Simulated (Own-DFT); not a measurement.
# A layer strained by its substrate: wurtzite AlN, 72 atoms (Al36N36)

Everything here is calculated. The program is Own-DFT (plane waves, in-house, since retired, never reviewed by a person); positions were held fixed, and spin and spin-orbit coupling were off.

Common settings: PBE; PseudoDojo norm-conserving scalar-relativistic files; cutoff 42 hartree; 3 x 3 x 2 k mesh centred on Gamma; Fermi-Dirac smearing of 0.1 eV.

Caveats: forces on such cells moved up to 12 meV/angstrom on a denser k mesh; stress not checked against mesh or cutoff.

Unstrained cell vectors in Å: (9.336, 0.000, 0.000); (-4.668, 8.085, 0.000); (0.000, 0.000, 9.964). The unstrained cell has measured lattice constants (interpolated for alloys), not those of this functional. That, the random moves and any unrelaxed bonds set the pressure at no strain. Each run strains x and y alike by e, as a substrate would, and holds the height along z. Random moves of width 0.05 Å per axis were added to every atom. Stress is positive in tension.

```
e (%),u (Å),(s_xx + s_yy)/2 (GPa),s_zz (GPa)
-2.75,0.047,-24.30,-8.44
-2.25,0.052,-20.29,-9.91
-1.50,0.048,?,?
-1.00,0.048,-11.05,-8.38
-0.50,0.050,-8.80,-6.15
-0.25,0.046,-6.30,-7.06
0.75,0.053,-1.59,-3.96
1.50,0.046,2.96,-3.15
2.25,0.049,6.06,-2.46
3.00,0.054,8.95,-1.06
```

## Working it out

With e as a fraction, the in-plane stress is -5.2 + 586 e - 3746 e² GPa (errors 7 and 436, scatter 0.41), and s_zz is -5.7 + 151 e GPa (slope ± 16, scatter 0.89). At e = 0 the first slope is C11 + C12 and the second 2 C13, both with the ions held to the strained lattice and at the cell's own pressure. The term in e² is negative: the layer stiffens under compression and softens under tension. A free layer would change its height as e changes, and the in-plane slope would drop by 2 C13²/C33 to the biaxial modulus. At fixed height, a misfit of 1 % moves the in-plane stress by about 5.9 GPa and s_zz by 1.5 GPa.

## Prediction

Q: what are the two stresses at e = -1.50 %?

The fit gives -14.9 and -8.0 GPa. Computed: -14.24 and -9.51 GPa.
